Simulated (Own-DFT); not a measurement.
Simulation results for Hf₃₆O₇₁ (tetragonal hafnia with one neutral oxygen vacancy, atoms displaced)

A calculation, not a measurement: plane-wave PBE and HSE06 DFT by an unreviewed code, no spin, of a simulated cell at Gamma alone, so results move with cell size and shape, stress positive in tension, energies less offsets, not probed for a lower state with spin; hafnium file: forces about 75 meV/angstrom off all-electron values; oxygen file: force components 24 meV/angstrom off all-electron in a glass; k mesh not checked against a denser one; forces and stress are PBE's, HSE06 gives the energy alone, and its difference from PBE has offsets of its own; offsets are fitted by least squares, one for each functional and potential file, so energies compare only between cells with the same atoms and settings and are not formation energies; the far tail of each file's local potential was reset to the Coulomb form; each entry is a single point on an unrelaxed cell, so the pressure reflects the starting lattice, taken from the Materials Project, from which strain is counted, and rises with the displacements; printed positions are rounded, which can move forces by about a meV/angstrom; the program is a retired in-house code; no spin-orbit coupling. Program: Own-DFT development build.

Settings shared by all entries: first functional PBE; second functional HSE06; exact exchange share 0.25; screening 0.11 1/bohr; exchange divergence Gygi-Baldereschi; potential files PseudoDojo norm-conserving, scalar-relativistic, made for PBE, standard set; wave cutoff 48 hartree; occupations fixed; k mesh 1 x 1 x 1 centred on Gamma.

(1) Hf₃₆O₇₁ (tetragonal hafnia with one neutral oxygen vacancy, atoms displaced)

```xyz
107
Lattice="10.7800 0.0000 0.0000 0.0000 10.7800 0.0000 0.0000 0.0000 10.4493" Properties=species:S:1:pos:R:3 Hf36O71
Hf    10.7637    10.7442     0.0000
Hf     1.9064     1.7428     2.5263
O      0.2429     1.7934     1.5583
O      1.7230     0.1045     3.5963
O     10.6411     1.8472     4.2197
O      1.8783    10.7002     0.9854
Hf     0.1327    10.6599     5.3499
Hf     1.8745     1.8427     7.7736
O     10.7705     1.7351     6.8616
O      1.9332    10.7704     8.9345
O     10.7519     1.8515     9.3557
O      1.8124     0.0289     6.2044
Hf    10.6308     3.6099     0.0644
Hf     1.9114     5.3225     2.5034
O     10.6717     5.2300     1.6708
O      1.7108     3.7267     3.5888
O      0.0913     5.4051     4.2559
O      2.0115     3.6253     1.0735
Hf    10.6099     3.6537     5.2378
Hf     1.7933     5.3457     7.9512
O      0.0036     5.2959     6.8766
O      1.8451     3.7028     8.8309
O     10.6960     5.4180     9.4507
O      1.7165     3.5081     6.2374
Hf     0.0652     7.2081    10.3967
Hf     1.8242     8.8874     2.5622
O      0.0386     9.1284     1.5868
O      1.7697     7.0839     3.6839
O      0.0213     9.0717     4.2166
O      1.8717     7.2342     1.0207
Hf     0.0964     7.2008     5.3006
Hf     1.6972     8.8849     7.7514
O      0.0029     8.9210     6.8036
O      1.8066     7.2773     9.0169
O      0.0700     9.0949     9.3415
O      1.7884     7.2123     6.4740
Hf     3.6979     0.1827    10.3796
Hf     5.3383     1.5097     2.4954
O      3.5793     1.7714     1.5772
O      5.4456    10.7190     3.8690
O      3.5817     1.6754     4.3510
O      5.4122     0.1045     0.9993
Hf     3.5137     0.0997     5.2097
Hf     5.3484     1.9222     7.7725
O      3.7243     1.6797     6.6963
O      3.5741     1.8598     9.3811
O      5.4707     0.0042     6.2385
Hf     3.4497     3.4741    10.3875
Hf     5.5188     5.4110     2.6465
O      3.7055     5.3650     1.4744
O      5.3456     3.4249     3.6851
O      3.7943     5.3859     3.9751
O      5.2787     3.4889     0.9287
Hf     3.5502     3.5941     5.3162
Hf     5.2237     5.3528     7.8669
O      3.5569     5.4742     6.9926
O      5.4731     3.5043     8.8044
O      3.4491     5.3471     9.4873
O      5.5274     3.6048     6.3473
Hf     3.7107     7.2132    10.3838
Hf     5.2075     9.0395     2.6387
O      3.5484     8.9957     1.6025
O      5.3496     7.1901     3.6312
O      3.6087     8.9537     4.0784
O      5.3721     7.1975     1.0849
Hf     3.6580     7.0852     5.0675
Hf     5.3962     8.8815     7.8976
O      3.6146     8.8133     6.7350
O      5.4085     7.2984     8.6754
O      3.5699     9.1107     9.4368
O      5.4103     7.1940     6.1491
Hf     6.9695    10.7224     0.0549
Hf     8.9803     1.6899     2.5611
O      7.0543     1.7318     1.7001
O      8.9677    10.7667     3.7229
O      7.2408     1.7073     4.1453
O      8.9855     0.1321     1.0254
Hf     7.1962     0.0142     5.1773
Hf     8.9660     1.8849     7.8085
O      7.2656     1.7395     6.8362
O      9.0059    10.7388     8.7900
O      7.0734     1.6950     9.4990
O      8.8709     0.0502     6.3290
Hf     7.2358     3.5518     0.0713
Hf     9.1141     5.4579     2.6310
O      7.2225     5.4311     1.6808
O      9.0319     3.6523     3.7302
O      7.1902     5.4053     4.1636
O      8.9170     3.6281     0.9746
Hf     7.1349     3.7123     5.2745
Hf     8.9908     5.3141     7.7964
O      7.2533     5.2358     6.8545
O      9.0557     3.5938     8.9322
O      7.0929     5.5203     9.4263
O      9.0173     3.6101     6.3573
Hf     7.1409     7.2664     0.0974
Hf     8.9674     8.9872     2.8717
O      7.1692     8.9800     1.5428
O      9.0801     7.1095     3.5612
O      7.2190     9.0557     4.3412
O      8.9733     7.0255     1.1221
Hf     7.1967     7.0951     5.2898
Hf     9.0445     8.9555     7.7708
O      7.2093     8.8978     6.9479
O      9.0249     7.1747     8.8552
O      7.2947     8.9806     9.4810
O      8.9337     7.3369     6.3833
```

It finds PBE energy of cell above offsets -84.107 eV; HSE06 less PBE above offsets 0.768 eV; PBE pressure 6.21 GPa; PBE stress xx -7.41 GPa; PBE stress yy -5.23 GPa; PBE stress zz -5.99 GPa; PBE stress yz 0.32 GPa; PBE stress xz 1.21 GPa; PBE stress xy 0.06 GPa.

Force:
```csv
element,x (eV/Å),y (eV/Å),z (eV/Å)
Hf,0.321,1.366,-0.476
Hf,-2.419,0.978,2.137
O,-3.14,0.891,-0.859
O,0.502,-2.174,0.876
O,0.393,-0.973,0.464
O,0.119,0.604,0.274
Hf,-4.763,4.393,-1.653
Hf,-2.584,-1.637,1.127
O,1.248,0.004,-0.158
O,-0.59,1.568,-2.338
O,0.785,0.238,1.485
O,0.857,-0.222,2.253
Hf,1.782,-0.988,-1.268
Hf,0.486,0.36,-0.202
O,5.171,-0.356,-2.383
O,1.644,-2.269,0.836
O,-1.033,1.229,0.857
O,-4.564,0.263,0.847
Hf,1.507,-1.765,-2.093
Hf,-1.715,3.544,-0.422
O,0.38,0.819,-0.494
O,-0.173,-3.854,0.763
O,1.276,-0.547,0.607
O,2.206,0.182,0.132
Hf,-1.597,1.26,0.009
Hf,-1.041,1.362,-0.046
O,-1.187,-1.16,0.398
O,0.384,0.931,0.319
O,0.064,-2.825,-0.154
O,-0.721,-0.465,0.582
Hf,-0.525,-1.054,-0.552
Hf,3.931,1.31,2.91
O,0.403,0.776,-2.071
O,-0.315,-1.413,-0.987
O,-0.071,-2.23,0.258
O,-0.527,-1.035,-2.352
Hf,-3.503,-3.245,-1.266
Hf,1.043,4.233,4.284
O,1.156,-0.799,-1.365
O,-1.588,-0.153,-3.648
O,-0.515,5.579,-3.288
O,-4.156,-1.36,2.752
Hf,3.408,-5.644,1.831
Hf,3.956,-4.012,-0.01
O,-2.562,1.777,0.928
O,0.122,-1.105,-2.38
O,-1.6,-0.033,1.029
Hf,4.239,3.913,1.117
Hf,-1.961,-2.089,-0.942
O,-0.267,1.046,0.99
O,0.265,0.906,0.018
O,-1.738,-1.07,3.009
O,1.72,0.017,-0.061
Hf,0.873,-0.897,-2.836
Hf,4.909,-0.37,1.817
O,-1.192,-1.006,-3.435
O,-0.751,3.137,0.637
O,1.575,1.196,-1.306
O,-4.22,0.588,-0.02
Hf,-1.98,0.374,0.719
Hf,1.981,-1.702,1.027
O,1.445,0.007,-0.858
O,0.53,1.111,-0.066
O,-0.823,-0.019,0.708
O,0.026,0.435,-0.641
Hf,-0.034,2.692,0.893
Hf,-0.327,7.727,-4.125
O,-0.52,0.606,0.66
O,-1.187,-6.761,4.134
O,1.73,-1.508,0.525
O,-0.176,-1.513,0.345
Hf,6.828,-0.48,-3.429
Hf,0.554,0.024,2.407
O,2.609,0.781,-1.518
O,0.424,-0.05,-0.992
O,0.365,1.922,0.187
O,-0.258,0.587,0.519
Hf,0.313,1.882,2.863
Hf,0.952,-3.67,0.81
O,-2.237,1.621,0.031
O,0.558,1.116,0.619
O,0.402,1.285,0.102
O,2.721,-1.245,-1.004
Hf,-4.312,0.496,-1.917
Hf,-3.312,-1.975,0.792
O,0.05,-0.88,-0.921
O,-0.593,-0.014,-0.835
O,-0.653,0.159,1.004
O,0.763,-1.315,2.109
Hf,1.986,-2.882,-2.255
Hf,0.117,1.764,2.425
O,-1.666,1.219,-1.138
O,-1.087,0.725,0.455
O,-0.183,-1.523,0.731
O,-1.644,-0.065,0.165
Hf,2.824,-0.773,-0.268
Hf,-0.384,0.476,-2.846
O,-0.275,0.472,1.897
O,-0.112,2.7,3.3
O,0.995,-4.195,-1.711
O,0.848,1.286,-1.67
Hf,0.285,2.518,0.419
Hf,-2.892,1.51,2.503
O,-1.168,-0.324,-0.325
O,0.777,-0.045,0.308
O,-1.339,-0.037,0.172
O,1.368,-2.241,-2.784
```

(2) Hf₃₆O₇₁ (tetragonal hafnia with one neutral oxygen vacancy, atoms displaced)

```xyz
107
Lattice="10.7800 0.0000 0.0000 0.0000 10.7800 0.0000 0.0000 0.0000 10.4493" Properties=species:S:1:pos:R:3 Hf36O71
Hf     0.1466    10.7546    10.3806
Hf     1.7636     1.8302     2.6362
O      0.0079     1.7092     1.5284
O      1.9046     0.0357     3.5974
O      0.0226     1.6598     4.2094
O      1.7721     0.0531     1.0216
Hf     0.0273     0.0285     5.2510
Hf     1.9235     1.7835     7.7362
O     10.7001     1.8905     6.7884
O      1.7888    10.7136     8.8785
O      0.1018     1.7944     9.5067
O      1.8354    10.7604     6.2870
Hf    10.6837     3.6084    10.4091
Hf     1.8363     5.5135     2.5903
O      0.0330     5.4309     1.5399
O      1.7749     3.5764     3.6074
O      0.0129     5.4177     4.2808
O      1.8258     3.6065     1.1044
Hf     0.0362     3.5875     5.2468
Hf     1.8237     5.4813     7.8120
O     10.7288     5.3614     6.7891
O      1.7504     3.6516     8.8566
O      0.0335     5.4633     9.3261
O      1.7289     3.6261     6.3172
Hf    10.7630     7.1863     0.0292
Hf     1.7979     9.0358     2.6879
O      0.0797     8.9172     1.6012
O      1.7655     7.2340     3.5655
O      0.0369     8.9673     4.1459
O      1.8300     7.2260     0.9422
Hf     0.0165     7.1998     5.3621
Hf     1.7916     8.9496     7.9067
O     10.7738     8.9740     6.8559
O      1.8651     7.1946     8.9587
O      0.0807     8.9799     9.4201
O      1.7942     7.1359     6.2706
Hf     3.6373    10.7414    10.4268
Hf     5.4436     1.8435     2.5236
O      3.5074     1.8411     1.5599
O      5.4141    10.6884     3.6662
O      3.6800     1.8082     4.1862
O      5.3670    10.7379     0.9697
Hf     3.6184     0.0356     5.1799
Hf     5.3584     1.7756     7.8167
O      3.6195     1.7826     6.8524
O      5.4253    10.7769     8.8206
O      3.6035     1.7764     9.3870
O      5.3999    10.7463     6.2095
Hf     3.5996     3.6092     0.0001
Hf     5.3404     5.3987     2.6613
O      3.5599     5.3666     1.6392
O      5.4234     3.6214     3.5694
O      3.5637     5.4280     4.1595
O      5.3111     3.5343     1.0328
Hf     3.6054     3.5472     5.2556
Hf     5.3962     5.3444     7.8395
O      3.6189     5.4153     6.8321
O      5.4103     3.5843     8.8153
O      3.5740     5.3966     9.3926
O      5.4125     3.5184     6.2414
Hf     3.5442     7.1602     0.1205
Hf     5.4636     8.9464     2.5815
O      3.6234     8.9927     1.6076
O      5.3969     7.1331     3.5893
O      3.6080     9.0917     4.2886
O      5.3535     7.1426     0.9682
Hf     3.4591     7.1594     5.1156
Hf     5.3810     9.0924     7.8556
O      3.6490     8.9120     6.8310
O      3.5853     8.9536     9.4718
O      5.4020     7.1955     6.2290
Hf     7.2288    10.7752     0.0421
Hf     9.0483     1.8134     2.6005
O      7.2168     1.8039     1.6796
O      8.9731     0.0118     3.6792
O      7.2068     1.8399     4.2152
O      9.0353    10.7691     1.0773
Hf     7.1072    10.7442     5.2545
Hf     8.9239     1.8105     7.8565
O      7.1813     1.7754     6.7533
O      8.9672    10.7691     8.9167
O      7.1873     1.7145     9.4090
O      8.9416     0.0948     6.1680
Hf     7.2134     3.5605     0.0240
Hf     9.0020     5.3713     2.5647
O      7.1651     5.3449     1.5721
O      9.0063     3.5845     3.5857
O      7.2223     5.4168     4.2115
O      9.0216     3.5575     0.9381
Hf     7.2157     3.6733     5.2292
Hf     8.9475     5.4548     7.8827
O      7.1488     5.3972     6.7772
O      9.0299     3.6027     8.8819
O      7.2763     5.3338     9.4567
O      9.0851     3.4603     6.2033
Hf     7.2618     7.2170    10.3495
Hf     8.9644     9.0041     2.6147
O      7.2063     9.0220     1.6034
O      8.9882     7.1636     3.6122
O      7.1952     9.0424     4.1847
O      9.0198     7.1886     1.1326
Hf     7.2718     7.2451     5.2740
Hf     8.9613     8.9193     7.7712
O      7.1983     8.9727     6.7520
O      8.9774     7.1350     8.8934
O      7.2514     8.9711     9.3962
O      8.9761     7.1997     6.3654
```

Results for Hf₃₆O₇₁ (tetragonal hafnia with one neutral oxygen vacancy, atoms displaced): PBE energy of cell above offsets -96.590 eV; HSE06 less PBE above offsets 0.078 eV; PBE pressure 2.22 GPa; PBE stress xx -2.55 GPa; PBE stress yy -1.62 GPa; PBE stress zz -2.47 GPa; PBE stress yz -0.64 GPa; PBE stress xz 0.21 GPa; PBE stress xy 0.17 GPa.

Force:
```csv
element,x (eV/Å),y (eV/Å),z (eV/Å)
Hf,-1.759,0.941,0.954
Hf,0.01,0.207,-1.844
O,-0.109,1.062,1.186
O,-0.139,-0.096,0.995
O,0.315,2.308,-0.723
O,1.805,-0.821,0.063
Hf,-1.459,-0.843,0.186
Hf,-4.07,0.842,2.83
O,2.149,-1.429,0.816
O,0.458,0.971,-0.566
O,-0.451,0.127,-0.985
O,-0.087,0.527,-0.211
Hf,4.011,-0.176,-1.102
Hf,-1.56,-3.003,-0.296
O,-0.299,-0.121,0.256
O,0.085,0.987,1.195
O,0.235,0.439,-0.461
O,-0.758,0.306,-1.293
Hf,-0.491,-0.264,-0.557
Hf,-0.625,-1.648,1.524
O,0.188,0.785,0.371
O,0.754,-0.594,-0.68
O,-0.639,-0.276,0.907
O,2.421,-0.601,-0.724
Hf,0.525,0.174,0.129
Hf,-0.179,1.095,-1.641
O,-0.743,0.206,-0.019
O,0.954,0.018,1.601
O,0.17,0.321,1.534
O,-1.702,-0.665,2.162
Hf,-1.203,-0.514,-2.12
Hf,1.072,0.119,-0.014
O,0.193,-0.323,-0.528
O,-0.368,0.071,-1.395
O,-0.561,-1.209,-0.312
O,-0.106,0.22,0.128
Hf,-1.625,0.554,0.818
Hf,-1.727,-0.577,1.691
O,1.648,-0.632,0.33
O,-0.038,1.39,-0.986
O,-0.139,0.637,0.546
O,1.033,0.559,0.444
Hf,0.021,-0.287,0.076
Hf,2.103,0.748,0.377
O,0.542,0.365,-2.053
O,-0.375,0.698,0.715
O,0.011,0.062,-0.235
O,-1.379,0.334,1.47
Hf,-2.302,-0.703,-0.068
Hf,1.318,-0.084,-1.245
O,0.803,0.539,-0.88
O,-0.326,-0.223,0.906
O,-0.219,-1.333,0.369
O,1.724,-0.137,-0.425
Hf,-0.216,0.798,-0.678
Hf,-0.328,1.961,-0.135
O,-0.056,-0.448,-0.792
O,0.198,-0.479,0.514
O,0.87,0.176,0.569
O,-0.828,0.278,-0.381
Hf,1.629,0.226,-2.511
Hf,-0.964,0.258,0.581
O,-0.304,-0.153,0.496
O,-0.3,1.477,0.371
O,-0.607,-2.82,-0.886
O,1.702,0.255,-0.183
Hf,3.103,1.664,1.852
Hf,-0.239,-3.354,-1.202
O,-1.179,0.413,0.756
O,0.815,0.076,-0.399
O,-0.081,-0.272,-0.75
Hf,1.523,-0.487,-0.152
Hf,0.165,-1.854,0.961
O,0.262,0.056,-1.821
O,0.205,-0.234,-0.963
O,-0.617,-0.107,0.07
O,-0.637,-0.331,-0.641
Hf,1.903,2.006,-1.697
Hf,0.604,-0.868,-0.952
O,-0.565,0.217,1.495
O,0.162,-0.345,-1.166
O,-0.048,1.44,0.582
O,1.012,-1.015,1.15
Hf,-0.963,0.27,-0.227
Hf,-0.443,0.984,0.772
O,0.27,-0.479,0.245
O,0.429,0.478,-0.113
O,0.054,0.196,0.044
O,-1.53,0.116,1.533
Hf,0.712,-1.651,-0.4
Hf,0.661,-1.958,-0.734
O,1.082,-0.486,0.537
O,-0.355,-0.093,-0.296
O,-0.352,0.311,-0.303
O,-2.665,1.175,0.109
Hf,-1.401,-1.029,1.308
Hf,1.505,0.549,0.463
O,-0.22,-0.318,-0.94
O,-0.229,0.313,0.903
O,0.251,-1.963,-0.184
O,-0.658,0.022,-1.498
Hf,-2.273,-0.483,-0.955
Hf,-0.258,1.877,1.395
O,0.048,0.29,0.501
O,-0.078,1.721,0.691
O,-0.425,0.506,0.069
O,0.538,0.062,-0.234
```
